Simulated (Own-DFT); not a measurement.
# Computed records: GaN (wurtzite, strained, atoms displaced)

All values are calculated (Own-DFT development build). A calculation, not a measurement: plane-wave PBE density functional theory by an unreviewed code, no spin, of a simulated periodic cell, stress positive in tension, free energy of the whole cell less one offset for each atom, forces on such cells passed a denser k mesh, this cell's mesh not checked; offsets are fitted by least squares, one for each functional and potential file, so energies compare only between cells with the same atoms and settings and are not formation energies; the far tail of each file's local potential was reset to the Coulomb form; each entry is a single point on an unrelaxed cell, so the pressure reflects the starting lattice, mostly measured values (interpolated for alloys), from which strain is counted, and rises with the displacements; printed positions are rounded, which can move forces by about a meV/angstrom; the program, named Own-DFT, is a retired in-house code; no spin-orbit coupling.

Settings shared by all entries: functional PBE; potential files PseudoDojo norm-conserving, scalar-relativistic, standard set with the stringent files for Ga; wave cutoff 96 hartree; occupations Gaussian; smearing width 0.01 eV; k mesh 3 x 4 x 3 centred on Gamma.

(1) 
```xyz
96
Lattice="12.7560 0.0000 0.0000 -4.7835 8.2853 0.0000 0.0000 0.0000 10.4218" Properties=species:S:1:pos:R:3:force_x:R:1:force_y:R:1:force_z:R:1 formula=GaN free_energy_of_cell_above_offsets=-4.605 pressure=6.18 stress_xx=-8 stress_yy=-6.55 stress_zz=-3.99 stress_yz=-0.29 stress_xz=-0.6 stress_xy=0.35
Ga     0.0239     1.8228    10.3706     -0.839     -0.451      0.814
Ga     1.5931     0.9164     2.5827     -0.253      0.543      0.089
N     -0.0132     1.9144     1.9433      0.143     -1.139      0.479
N      1.6419     1.0020     4.6162     -2.115     -1.422     -1.104
Ga    -0.0277     1.9982     5.2340      0.343       -2.6      0.094
Ga     1.5612     0.9758     7.7909      1.894      -1.19      1.433
N     -0.0225     1.7736     7.2711      0.718      1.946     -1.907
N      1.6196     0.9146     9.8661      -0.16     -0.222     -1.265
Ga    -1.6073     4.5704     0.0100     -0.872      0.121     -0.274
Ga    -0.0198     3.7330     2.6452      1.233      -0.54     -0.975
N     -1.5718     4.5195     1.9929     -0.781      1.502     -0.205
N      0.0482     3.7397     4.5836     -0.946      0.264     -0.132
Ga    -1.6100     4.5587     5.1439      0.855      1.349      1.587
Ga     0.0453     3.6375     7.8189     -1.053       0.83      0.701
N     -1.6253     4.5142     7.2195      2.488      1.863     -1.657
N     -0.0148     3.6484     9.8619      0.203      0.304     -1.691
Ga    -3.2357     7.3171     0.0488       1.94      0.806      -1.88
Ga    -1.5966     6.4208     2.6551      0.302     -0.022     -1.464
N     -3.1599     7.3530     1.8707      0.246      0.421      3.003
N     -1.6149     6.4923     4.5779       1.35     -1.334     -0.012
Ga    -3.0826     7.3759     5.2408     -2.096      1.035     -0.159
Ga    -1.5949     6.4928     7.7494      -0.08     -0.836      0.867
N     -3.2231     7.3838     7.1495      1.086      0.685      0.002
N     -1.5728     6.4188     9.7099     -0.723     -0.234      0.651
Ga     3.2136     1.8516     0.0709       0.26     -0.614     -2.465
Ga     4.7218     1.0102     2.5805       1.08     -1.277      0.284
N      3.1841     1.8904     1.9035     -0.367     -0.133      1.977
N      4.8282     0.8804     4.5717     -0.198       0.71     -0.132
Ga     3.1558     1.7990     5.2286      2.044      0.848      0.697
Ga     4.8611     0.8893     7.7451     -0.972       2.57      1.572
N      3.2145     1.8369     7.2131     -0.603     -0.018     -0.633
N      4.7782     0.9391     9.6845       0.33     -0.011      1.446
Ga     1.5974     4.5819    10.2607      -0.16      0.672      2.073
Ga     3.1135     3.7247     2.5634      1.078     -0.058       0.78
N      1.6021     4.6521     1.9934     -0.837      0.203     -0.754
N      3.1719     3.6289     4.6227     -0.117      0.557     -1.039
Ga     1.5843     4.6219     5.1793      1.365     -0.172      0.506
Ga     3.1487     3.6655     7.8276      1.042      0.343     -0.168
N      1.5664     4.6970     7.1522     -0.151     -3.631     -0.662
N      3.1909     3.6570     9.8059       0.16      0.419     -0.506
Ga    -0.0269     7.3332    10.3635       0.42      0.812      0.204
Ga     1.5862     6.5002     2.6315      0.414     -0.724     -0.594
N      0.0395     7.3692     1.9614     -1.296      0.408     -0.093
N      1.6169     6.4314     4.5935     -0.214      0.178     -0.414
Ga     0.0442     7.3380     5.1403     -0.478      0.611       1.27
Ga     1.5849     6.3496     7.7798      0.279      3.818      1.042
N      0.0155     7.4729     7.2940      0.157     -3.832      -2.84
N      1.6055     6.4587     9.7170     -0.017     -0.732      0.368
Ga     6.4327     1.8439    10.4025     -0.544     -0.618     -0.513
Ga     7.8680     0.8724     2.5731      2.092     -0.059      0.627
N      6.4196     1.7678     1.9293     -1.937       1.64      0.066
N      8.0612     0.8933     4.5488     -1.088      0.203      0.104
Ga     6.4697     1.7956     5.2575      -0.85      0.473     -1.217
Ga     8.0016     0.9518     7.7043     -0.238     -0.997      1.796
N      6.3826     1.8929     7.1631      0.447     -2.777     -1.004
N      7.9857     0.8566     9.7511     -0.444     -0.232     -0.375
Ga     4.7933     4.6420    10.4084      0.539      -1.52     -0.331
Ga     6.2956     3.6687     2.6349      1.962     -0.186     -0.726
N      4.8194     4.5970     1.9280     -1.139      0.093      0.166
N      6.3047     3.6630     4.5755      2.207     -0.857     -0.386
Ga     4.7971     4.5316     5.1616     -1.255      1.457      1.597
Ga     6.3330     3.5450     7.8242      0.628      4.069      0.075
N      4.7627     4.6130     7.2301      0.047     -0.399     -0.668
N      6.4320     3.6596     9.7168     -1.137      0.236      1.066
Ga     3.1973     7.2936     0.0255     -0.436      0.903     -0.805
Ga     4.8241     6.4563     2.5551     -1.279     -0.592      1.131
N      3.1834     7.3653     1.9397      0.288     -0.675      0.453
N      4.7789     6.4391     4.5525      0.047     -0.345     -0.116
Ga     3.1549     7.3512     5.2393      1.607     -0.187     -0.466
Ga     4.7604     6.4866     7.8429       0.95     -1.486     -0.131
N      3.2576     7.3074     7.1454     -1.801      1.274      0.126
N      4.7991     6.4149     9.7891     -0.006      0.698     -0.091
Ga     9.5211     1.7572     0.0468     -0.312      1.201     -1.477
Ga    11.1426     0.9450     2.6061      0.268     -0.321     -0.029
N      9.5348     1.7765     1.9185     -0.089     -0.205      1.413
N     11.1511     0.9621     4.6052      1.161      -0.44     -0.193
Ga     9.5906     1.8800     5.1476      -0.16     -0.061      1.274
Ga    11.1912     0.9390     7.7727     -2.418     -0.819      0.586
N      9.5416     1.9155     7.2741      1.166     -1.384     -2.336
N     11.0568     0.9361     9.7131      1.787     -0.523      0.603
Ga     7.9699     4.6001    10.3833     -0.366      0.419      0.615
Ga     9.5385     3.6167     2.5228      0.342      0.214      0.061
N      8.0429     4.5791     1.9384      -1.75      0.835      0.666
N      9.6538     3.7191     4.5067     -1.493     -1.166     -0.539
Ga     8.0370     4.5755     5.1369     -0.888     -0.033      1.172
Ga     9.6052     3.7135     7.7596     -1.808     -0.215      2.267
N      8.0231     4.5403     7.1606     -1.311      1.305     -0.767
N      9.4596     3.6549     9.8303      2.323     -0.498     -0.739
Ga     6.3714     7.3825    10.3681      0.755     -0.195      0.731
Ga     8.0063     6.5741     2.6831      0.166     -2.102     -1.602
N      6.3767     7.2949     2.0346      0.844      1.947     -1.421
N      8.0303     6.4292     4.5512      0.339      0.534      0.928
Ga     6.4196     7.2951     5.1949     -0.757      0.679     -0.063
Ga     7.9432     6.5995     7.7274      1.143      -3.46      1.761
N      6.3813     7.3107     7.1669      -1.25      1.663     -0.599
N      8.0567     6.4568     9.8212     -2.458     -0.119     -1.606
```

Units: free_energy_of_cell_above_offsets in eV; pressure, stress_xx, stress_yy, stress_zz, stress_yz, stress_xz, stress_xy in GPa; force_x, force_y, force_z in eV/Å.

(2) 
```xyz
96
Lattice="12.7560 0.0000 0.0000 -4.7835 8.2853 0.0000 0.0000 0.0000 10.4218" Properties=species:S:1:pos:R:3:force_x:R:1:force_y:R:1:force_z:R:1 formula=GaN free_energy_of_cell_above_offsets=-3.999 pressure=6.29 stress_xx=-7.87 stress_yy=-6.79 stress_zz=-4.21 stress_yz=0.82 stress_xz=0.19 stress_xy=0.73
Ga     0.0687     1.9056    10.4107     -1.101     -1.972      0.117
Ga     1.5724     0.9987     2.6491      0.086     -1.093     -1.039
N     -0.0289     1.8244     1.9694      1.849      1.512     -0.998
N      1.6293     0.9974     4.5359     -0.885     -1.831      0.839
Ga     0.0799     1.8263     5.2841     -1.912      0.508      -0.98
Ga     1.5935     0.9326     7.7665     -0.273     -0.075       0.64
N     -0.0336     1.8501     7.1762     -0.035      0.329      0.917
N      1.5989     0.9103     9.7258     -0.618      0.836      0.555
Ga    -1.5408     4.5592    10.4108     -1.571      1.679      0.252
Ga     0.0134     3.7031     2.5828     -1.553     -0.936      0.827
N     -1.5964     4.5519     1.8994      -0.46      0.465      1.354
N      0.0008     3.6872     4.5327      0.219      0.047      0.463
Ga    -1.5440     4.6846     5.1404      0.083     -3.072      1.243
Ga    -0.1118     3.6996     7.8842      1.691     -0.249     -1.622
N     -1.6375     4.5841     7.1184      0.549      0.196      0.544
N      0.0187     3.7045     9.7811     -0.606     -0.514     -0.108
Ga    -3.2232     7.3873    10.3517      0.063     -0.168      1.389
Ga    -1.6230     6.4158     2.6690     -0.015      0.098     -2.429
N     -3.2057     7.4142     2.0321     -0.086     -0.464     -0.338
N     -1.6932     6.3746     4.5614      3.271      1.345     -0.758
Ga    -3.0866     7.3001     5.1000     -4.068      2.078      2.373
Ga    -1.5326     6.4227     7.8056     -1.592      0.498      1.072
N     -3.2385     7.3810     7.2532      1.389      -0.43     -1.845
N     -1.6118     6.5410     9.8480      0.347     -2.287     -1.164
Ga     3.0983     1.8565     0.0148      1.869     -0.919     -0.382
Ga     4.7435     0.9025     2.5820      1.819     -0.577      0.328
N      3.2360     1.7847     2.0363     -1.674      1.835     -1.296
N      4.7372     0.9004     4.6168      0.131      1.117      -1.06
Ga     3.1461     1.7934     5.1998      1.036      1.583      1.166
Ga     4.7423     0.9817     7.7199      1.937     -1.499      2.013
N      3.2096     1.8609     7.2889     -1.281      1.184     -2.001
N      4.7744     0.7835     9.7527      0.214      3.852     -0.256
Ga     1.5666     4.5366     0.0429     -0.545      2.582      0.166
Ga     3.1300     3.7022     2.5782      0.454      -0.71      1.108
N      1.5138     4.6037     2.0181      1.619      0.311     -1.126
N      3.1815     3.6732     4.6022      0.486      0.021     -0.289
Ga     1.5946     4.6057     5.2202     -0.187       0.38     -0.169
Ga     3.1778     3.8061     7.7852      0.139     -1.744      0.819
N      1.6118     4.5716     7.1773     -1.451      0.652     -0.182
N      3.0477     3.7203     9.7933      2.486     -1.061     -0.335
Ga     0.0193     7.3864     0.0224      -0.07     -1.259     -0.786
Ga     1.6160     6.4737     2.5518     -1.644     -0.228      1.289
N     -0.0483     7.3383     1.8953      0.539       0.04      2.184
N      1.6196     6.4697     4.5686     -0.454      0.011     -0.225
Ga     0.0011     7.4579     5.2137      0.793     -2.434        0.8
Ga     1.5994     6.4396     7.8269      0.463      0.016      0.185
N      0.0204     7.3244     7.2352     -0.268      0.887     -1.675
N      1.5850     6.4227     9.7555      0.254     -0.547      1.164
Ga     6.4940     1.8679    10.4186     -1.569     -1.247     -0.047
Ga     7.9730     0.9623     2.6389      0.951     -0.702      0.096
N      6.4441     1.8450     2.0244     -1.403      0.671     -0.665
N      7.9179     0.8571     4.6159      0.345      1.847     -0.717
Ga     6.3131     1.9088     5.2034      0.825     -1.531      0.123
Ga     8.0973     0.9586     7.7346     -4.412     -2.495      2.232
N      6.4152     1.8542     7.1311     -0.446      0.004      0.616
N      8.0126     0.8132     9.8507      0.002      1.355     -1.181
Ga     4.7206     4.5815     0.0116       0.31     -0.071     -0.051
Ga     6.3493     3.7843     2.5895      0.464     -1.697       0.58
N      4.7572     4.5752     2.0133     -0.809      0.525     -1.052
N      6.4018     3.6568     4.5670      0.122      1.121     -0.424
Ga     4.8367     4.5499     5.2419     -0.724      0.884     -0.693
Ga     6.2993     3.7025     7.8211      3.431     -1.478      0.394
N      4.8564     4.5741     7.2248     -2.123      0.967     -1.396
N      6.3762     3.7093     9.7653     -0.761      -0.61      0.324
Ga     3.1903     7.3242     0.1184      -0.27     -0.327     -2.915
Ga     4.6886     6.4370     2.5350      2.018      0.558      0.971
N      3.1512     7.3306     1.9518      0.214      1.004      1.081
N      4.8149     6.5104     4.5130     -1.471     -2.258     -0.165
Ga     3.2636     7.3733     5.2233     -1.071     -0.723      0.679
Ga     4.8408     6.3932     7.7998     -0.622      1.474      0.529
N      3.1901     7.3584     7.2226      0.703     -0.272     -0.708
N      4.7948     6.4058     9.7808       -0.5     -0.239       0.22
Ga     9.5561     1.8490     0.0081      0.384     -1.868      0.144
Ga    11.2477     0.9383     2.5796     -1.639     -0.015      1.375
N      9.6423     1.8053     1.9075     -1.187      0.423      1.491
N     11.1462     1.0148     4.5691      0.484      -0.84      0.163
Ga     9.5183     1.9224     5.1388      0.576     -1.286      0.522
Ga    11.0906     0.9523     7.8596      1.107      -1.17     -0.447
N      9.5026     1.7945     7.1757      3.344      1.841      -1.59
N     11.1397     0.8315     9.8012      0.481      2.367     -0.456
Ga     7.9663     4.5184     0.0031      0.045      2.016     -0.538
Ga     9.5180     3.6341     2.6104      0.636      0.314     -0.457
N      7.9215     4.6222     1.9131      0.711     -0.276      0.749
N      9.5633     3.7510     4.6189       1.05     -0.815     -1.598
Ga     8.0514     4.5923     5.2056     -1.686      0.076      1.642
Ga     9.6530     3.5582     7.8517     -1.512       1.63      0.061
N      8.0560     4.5423     7.2064     -0.876      0.064     -0.078
N      9.5360     3.6094     9.8564      1.137      1.089     -1.424
Ga     6.3479     7.3518    10.3969      0.621     -0.606      1.232
Ga     7.9793     6.3973     2.7007     -0.479       1.33     -1.831
N      6.3559     7.4616     2.0272     -0.049      -2.62     -1.035
N      7.9342     6.3570     4.5738      0.439      1.468      0.742
Ga     6.2889     7.3118     5.2003      2.245      1.982      0.153
Ga     7.9811     6.3962     7.8483     -0.273      0.192     -1.033
N      6.3639     7.4006     7.1337      0.173     -0.637      0.528
N      7.9678     6.4965     9.7362     -0.374     -1.411      1.111
```

Units: free_energy_of_cell_above_offsets in eV; pressure, stress_xx, stress_yy, stress_zz, stress_yz, stress_xz, stress_xy in GPa; force_x, force_y, force_z in eV/Å.

(3) 
```xyz
96
Lattice="12.7560 0.0000 0.0000 -4.7835 8.2853 0.0000 0.0000 0.0000 10.4218" Properties=species:S:1:pos:R:3 formula=GaN
Ga     0.0192     1.8301     0.1224
Ga     1.5831     0.8586     2.6161
N      0.0822     1.8211     1.9359
N      1.5696     0.9128     4.5427
Ga    -0.0593     1.9937     5.1782
Ga     1.5893     0.9226     7.7940
N      0.1048     1.8445     7.2714
N      1.5730     0.9894     9.8227
Ga    -1.5049     4.6553     0.0412
Ga     0.0817     3.7481     2.6117
N     -1.6278     4.5731     1.8855
N     -0.0119     3.6991     4.6145
Ga    -1.5572     4.6185     5.1647
Ga     0.0100     3.6717     7.8949
N     -1.5754     4.6676     7.2503
N     -0.0399     3.5680     9.6740
Ga    -3.1997     7.4105     0.0255
Ga    -1.5974     6.4602     2.6375
N     -3.2095     7.3683     1.9378
N     -1.5567     6.4066     4.6058
Ga    -3.2176     7.3043     5.2399
Ga    -1.5556     6.4510     7.8669
N     -3.1757     7.3813     7.1596
N     -1.6123     6.4325     9.7842
Ga     3.1430     1.8532     0.0137
Ga     4.7804     0.8862     2.5384
N      3.1864     1.8607     1.9661
N      4.7923     0.8798     4.6681
Ga     3.1122     1.8024     5.1668
Ga     4.8553     0.9246     7.7758
N      3.1697     1.8868     7.2323
N      4.7138     0.9650     9.6819
Ga     1.6345     4.6182    10.4212
Ga     3.2112     3.6531     2.6261
N      1.6157     4.6340     1.9274
N      3.1301     3.7545     4.5560
Ga     1.6311     4.6485     5.2147
Ga     3.1984     3.6922     7.8160
N      1.6329     4.6326     7.1084
N      3.2060     3.6584     9.8080
Ga     0.0681     7.3607    10.3716
Ga     1.6010     6.4104     2.6808
N      0.0064     7.4129     1.9200
N      1.5865     6.3834     4.4985
Ga    -0.0437     7.3996     5.1799
Ga     1.5200     6.4467     7.7853
N     -0.0392     7.4130     7.1797
N      1.6005     6.4887     9.8320
Ga     6.3887     1.9088    10.4009
Ga     8.0047     0.9044     2.6162
N      6.3819     1.8715     1.9560
N      7.8979     0.9836     4.6365
Ga     6.4009     1.8366     5.1973
Ga     7.9618     0.8771     7.7884
N      6.3767     1.8414     7.2617
N      8.1643     0.8670     9.6767
Ga     4.7415     4.5711    10.3909
Ga     6.3524     3.6860     2.6496
N      4.6875     4.6208     2.0463
N      6.4415     3.6624     4.6012
Ga     4.7183     4.6178     5.2099
Ga     6.3653     3.5913     7.8128
N      4.8016     4.6061     7.1451
N      6.3825     3.6842     9.7856
Ga     3.1321     7.3521     0.0417
Ga     4.8096     6.4762     2.5617
N      3.2091     7.4523     1.9455
N      4.8183     6.4068     4.6235
Ga     3.0948     7.4488     5.2306
Ga     4.8620     6.4290     7.8977
N      3.1518     7.3807     7.1933
N      4.7110     6.5229     9.7309
Ga     9.5687     1.8410     0.0551
Ga    11.1043     0.9873     2.5094
N      9.5640     1.9089     1.9457
N     11.1242     0.9200     4.5264
Ga     9.5646     1.9577     5.1077
Ga    11.1656     0.9816     7.7909
N      9.5523     1.8159     7.2428
N     11.2039     0.9748     9.6787
Ga     8.0657     4.6057     0.0654
Ga     9.5846     3.6473     2.6663
N      7.9232     4.5958     1.8961
N      9.5746     3.7273     4.5249
Ga     7.9829     4.6752     5.3569
Ga     9.4092     3.6782     7.7408
N      8.0165     4.6661     7.1694
N      9.5946     3.6975     9.7668
Ga     6.2860     7.3278     0.0082
Ga     7.9276     6.4144     2.7462
N      6.3319     7.3779     1.9116
N      7.9668     6.4262     4.5442
Ga     6.3782     7.4051     5.2225
Ga     7.9720     6.5091     7.8034
N      6.3982     7.3650     7.2324
N      8.0049     6.4141     9.7977
```

## Withheld values
1. Estimate the stress xx of GaN (wurtzite, strained, atoms displaced) (entry 3).
2. GaN (wurtzite, strained, atoms displaced) (entry 3): pressure?
3. What stress zz does the calculation give for GaN (wurtzite, strained, atoms displaced) (entry 3)?

Calculated values
1. -4.59 GPa
2. 6.22 GPa
3. -6.8 GPa

Further results for GaN (wurtzite, strained, atoms displaced) (entry 3):

```
free energy of cell above offsets : -4.409 eV
stress yy                         : -7.28 GPa
stress yz                         : 0 GPa
stress xz                         : 0.04 GPa
stress xy                         : 0.07 GPa
```

Force:
```tsv
element	x (eV/Å)	y (eV/Å)	z (eV/Å)
Ga	-0.745	-0.159	-3.069
Ga	0.552	0.517	-0.052
N	-1.302	0.911	2.253
N	-0.802	-0.377	0.372
Ga	0.661	-3.431	1.453
Ga	1.217	-0.259	1.155
N	-2.304	0.739	-2.492
N	0.298	-1.185	-0.595
Ga	-1.043	-1.228	-2.092
Ga	-1.162	-0.879	-0.255
N	0.939	0.403	2.474
N	0.789	1.601	-1.672
Ga	-0.537	-0.086	2.08
Ga	-0.128	0.42	-2.732
N	-0.424	-1.448	-1.599
N	1.078	1.835	3.91
Ga	-0.086	-0.274	-0.722
Ga	-0.088	-0.174	-0.933
N	-0.059	-0.853	1.251
N	-0.913	0.829	-0.979
Ga	0.612	1.077	-0.189
Ga	-0.917	0.191	-0.277
N	0.121	-0.284	0.183
N	0.722	0.965	0.448
Ga	0.59	-0.514	-0.239
Ga	0.225	1.146	0.901
N	-0.053	-0.598	0.308
N	-0.358	1.476	-1.674
Ga	0.896	0.934	1.209
Ga	-2.078	0.364	0.329
N	0.559	-0.75	-1.337
N	1.195	-0.496	1.602
Ga	-0.889	-0.543	-0.632
Ga	-0.902	0.136	0.066
N	0.161	-0.169	0.379
N	0.741	-1.732	-0.102
Ga	-0.798	-0.561	0.409
Ga	-0.015	0.21	-0.021
N	-0.577	-0.079	1.366
N	-0.701	0.694	-0.64
Ga	-2.04	1.219	0.357
Ga	0.131	1.081	-2.485
N	0.086	-1.524	0.447
N	-0.332	1.662	1.875
Ga	0.701	-1.183	0.968
Ga	1.004	0.089	0.32
N	0.51	-0.615	-0.62
N	0.068	-1.433	-1.409
Ga	0.211	-1.56	-0.221
Ga	-0.879	1.221	0.216
N	0.102	-0.512	0.095
N	2.146	-0.86	-1.59
Ga	-1.762	1.063	1.143
Ga	0.578	0.357	0.37
N	0.999	-0.45	-1.917
N	-2.585	0.202	1.768
Ga	0.98	0.811	0.796
Ga	0.144	0.299	-0.348
N	1.615	0.227	-1.408
N	-0.697	0.697	0.214
Ga	1.085	-0.466	0.094
Ga	-0.083	2.169	0.515
N	0.173	-0.118	0.801
N	0.12	0.947	-0.314
Ga	0.955	1.357	-0.756
Ga	-0.854	-0.377	1.313
N	-0.394	-1.515	0.733
N	-0.766	1.604	-1.002
Ga	1.345	-1.373	0.284
Ga	-1.23	0.125	-2.077
N	0.14	-1.057	-0.564
N	0.176	-1.844	1.722
Ga	0.969	0.729	-2.234
Ga	1.482	-0.966	0.811
N	-0.531	-0.839	0.745
N	0.268	0.845	-0.168
Ga	-0.169	-1.919	1.975
Ga	0.563	-0.205	0.225
N	-0.168	0.918	-2.359
N	-0.292	-0.887	2.595
Ga	-0.444	0.031	-1.813
Ga	-0.772	1.665	-1.861
N	0.415	0.156	2.817
N	-0.104	0.891	1.138
Ga	-0.576	-0.971	-2.734
Ga	3.574	-0.627	2.276
N	-2.185	0.226	0.834
N	0.015	-0.204	0.031
Ga	1.778	1.007	-1.19
Ga	0.216	0.028	-3.859
N	0.892	0.392	0.961
N	-0.098	0.361	2.245
Ga	-0.576	-0.34	0.507
Ga	0.665	-0.317	1.472
N	-0.252	0.685	-1.217
N	-0.791	0.727	-0.365
```
